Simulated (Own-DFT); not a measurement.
Simulation results for SiC (2H silicon carbide, strained, atoms displaced)

Computed with Own-DFT development build. A calculation, not a measurement: plane-wave PBE density functional theory by an unreviewed code, no spin, of a simulated periodic cell, stress positive in tension, free energy of the whole cell less one offset for each atom, forces on such cells passed a denser k mesh, this cell's mesh not checked; offsets are fitted by least squares, one for each functional and potential file, so energies compare only between cells with the same atoms and settings and are not formation energies; the far tail of each file's local potential was reset to the Coulomb form; each entry is a single point on an unrelaxed cell, so the pressure reflects the starting lattice, mostly measured values (interpolated for alloys), from which strain is counted, and rises with the displacements; printed positions are rounded, which can move forces by about a meV/angstrom; the program, named Own-DFT, is a retired in-house code; no spin-orbit coupling.

### SiC (2H silicon carbide, strained, atoms displaced)

```xyz
72
Lattice="9.0845 0.0894 0.1146 -4.4648 8.1194 0.0497 0.1248 0.1345 10.0810" Properties=species:S:1:pos:R:3 SiC
Si     9.0811     0.0910     0.1415
Si     0.1071     1.9153     2.5358
C     -0.0058     0.0868     1.8314
C      0.1035     1.9150     4.4980
Si    -4.3823     8.1525     5.1094
Si     0.0904     1.8541     7.5673
C      0.0945     0.1282     6.9044
C      0.0914     2.0133     9.4771
Si     7.6754     2.8574    10.1838
Si    -1.4839     4.5061     2.5832
C     -1.3591     2.7072     1.9445
C     -1.3768     4.6924     4.4352
Si    -1.4237     2.7905     5.1574
Si    -1.3997     4.5566     7.6406
C      7.6539     2.9212     7.1086
C     -1.3325     4.6903     9.4137
Si    -2.9388     5.4316     0.0542
Si    -2.9885     7.2335     2.5904
C      6.1317     5.4980     1.9927
C     -2.9032     7.2612     4.4644
Si    -2.8487     5.4338     5.1154
Si    -2.8850     7.3324     7.5561
C     -2.7841     5.4932     6.8969
C     -2.8267     7.3166     9.6081
Si    -1.4341     8.0683     0.1356
Si     2.9488     1.8554     2.5888
C      3.0087     0.0575     1.9819
C      3.0309     1.8219     4.4466
Si     3.0962     0.1661     5.0948
Si     3.1925     1.9717     7.6597
C     -1.3114     8.2156     6.9921
C      3.1163     1.9254     9.5455
Si     1.6730     2.7807    10.1091
Si     1.5349     4.5520     2.6329
C      1.5856     2.7052     1.8785
C      1.6322     4.6651     4.5186
Si     1.6371     2.7371     5.0341
Si     1.6882     4.6714     7.5530
C      1.6255     2.8519     7.0218
C      1.7382     4.7126     9.5230
Si     0.0680     5.4936     0.1004
Si     0.1539     7.2964     2.6652
C      0.0111     5.4720     1.9891
C      0.0846     7.2908     4.5020
Si     0.1050     5.3905     5.1967
Si     0.1349     7.3326     7.6114
C      0.1286     5.4375     7.0354
C      0.1448     7.3625     9.5099
Si     1.5538     8.1199     0.1876
Si     6.1291     1.8544     2.6200
C      1.6487     8.1718     2.0967
C      6.0456     1.9054     4.4521
Si     6.0825     0.1349     5.1009
Si     6.2271     1.9627     7.6706
C      1.7101     8.1825     7.0310
C      6.2050     2.0016     9.5986
Si     4.5763     2.7213     0.1095
Si     4.6310     4.5833     2.6465
C      4.5417     2.8195     1.9675
C      4.6045     4.6980     4.4761
Si     4.5789     2.8469     5.1326
Si     4.6342     4.6749     7.6959
C      4.6779     2.8339     6.9504
C      4.7406     4.7032     9.6477
Si     3.1367     5.5180     0.1244
Si     3.0930     7.3211     2.5643
C      3.1336     5.5196     1.9482
C      3.1358     7.4036     4.5870
Si     3.1406     5.5539     5.2090
Si     3.1987     7.4052     7.7473
C      3.2082     5.4742     7.0664
C      3.1934     7.3571     9.6477
```

It was run with functional PBE, potential files PseudoDojo norm-conserving, scalar-relativistic, standard set, wave cutoff 42 hartree, occupations Fermi-Dirac, smearing width 0.1 eV, hardware one NVIDIA H100 and k mesh 4 x 4 x 3 centred on Gamma.

Results for SiC (2H silicon carbide, strained, atoms displaced): free energy of cell above offsets -5.479 eV; pressure 4.95 GPa; stress xx -13.38 GPa; stress yy 5.77 GPa; stress zz -7.23 GPa; stress yz 3.93 GPa; stress xz 3.66 GPa; stress xy 5.74 GPa; wall time 342.7 s.

Force:
```tsv
element	x (eV/Å)	y (eV/Å)	z (eV/Å)
Si	-0.164	0.458	-1.07
Si	-0.499	-2.412	1.081
C	0.272	-0.297	2.078
C	-0.792	-0.945	-1.004
Si	-0.719	0.714	-1.381
Si	1.016	1.929	0.61
C	-0.535	-0.853	1.109
C	1.133	-2.714	-0.882
Si	0.882	3.01	1.421
Si	0.636	0.615	-0.648
C	-3.041	0.915	-0.995
C	-0.315	-3.489	0.271
Si	-0.713	0.124	-2.488
Si	0.836	1.069	-0.627
C	0.829	-1.002	-0.201
C	-0.063	-1.083	2.891
Si	-0.343	-1.27	-0.869
Si	0.487	-0.161	-0.373
C	-0.112	0.358	1.699
C	0.146	0.014	0.724
Si	-2.019	1.533	-1.883
Si	1.389	-0.864	1.349
C	-2.441	0.444	2.242
C	-0.634	0.846	-2.296
Si	-0.696	1.457	0.094
Si	3.428	-0.961	-0.43
C	0.889	-0.314	-0.474
C	1.748	1.845	-0.207
Si	-0.354	-3.027	-0.742
Si	-1.228	-1	-0.545
C	-1.176	1.515	0.656
C	2.438	-0.996	-0.692
Si	-1.113	3.11	-0.436
Si	1.197	0.931	-1.259
C	-1.111	2.266	0.857
C	0.358	-2.046	-0.299
Si	-1.119	2.278	2.409
Si	-0.974	-1.709	2.853
C	0.396	-0.844	-1.023
C	-0.405	-0.697	0.095
Si	0.19	-1.917	-0.921
Si	-2.342	-0.905	0.004
C	0.928	0.287	-0.119
C	0.942	-0.145	1.451
Si	0.26	2.836	-1.056
Si	0.891	-1.156	0.403
C	-0.121	1.604	-0.334
C	1.205	0.408	0.646
Si	-0.098	0.621	-0.807
Si	-0.477	1.248	-0.496
C	-1.952	1.489	-2.065
C	1.272	0.793	1.903
Si	-0.322	-0.435	-0.2
Si	-1.844	-1.12	-0.085
C	-0.679	1.721	0.807
C	-0.683	-1.858	-0.913
Si	-1.379	1.217	0.196
Si	-0.667	0.532	-1.241
C	0.67	-1.401	1.049
C	1.174	-1.339	1.649
Si	0.056	0.132	-1.773
Si	3.068	-1.122	0.707
C	0.297	0.543	2.185
C	0.302	-0.479	-1.786
Si	-1.175	-2.421	-0.274
Si	2.702	-1.302	2.475
C	-0.946	-0.282	1.834
C	0.654	-1.15	-0.97
Si	0.128	1.019	-1.452
Si	0.25	-1.385	-0.46
C	-0.567	3.06	-0.846
C	0.748	2.156	-1.127
```
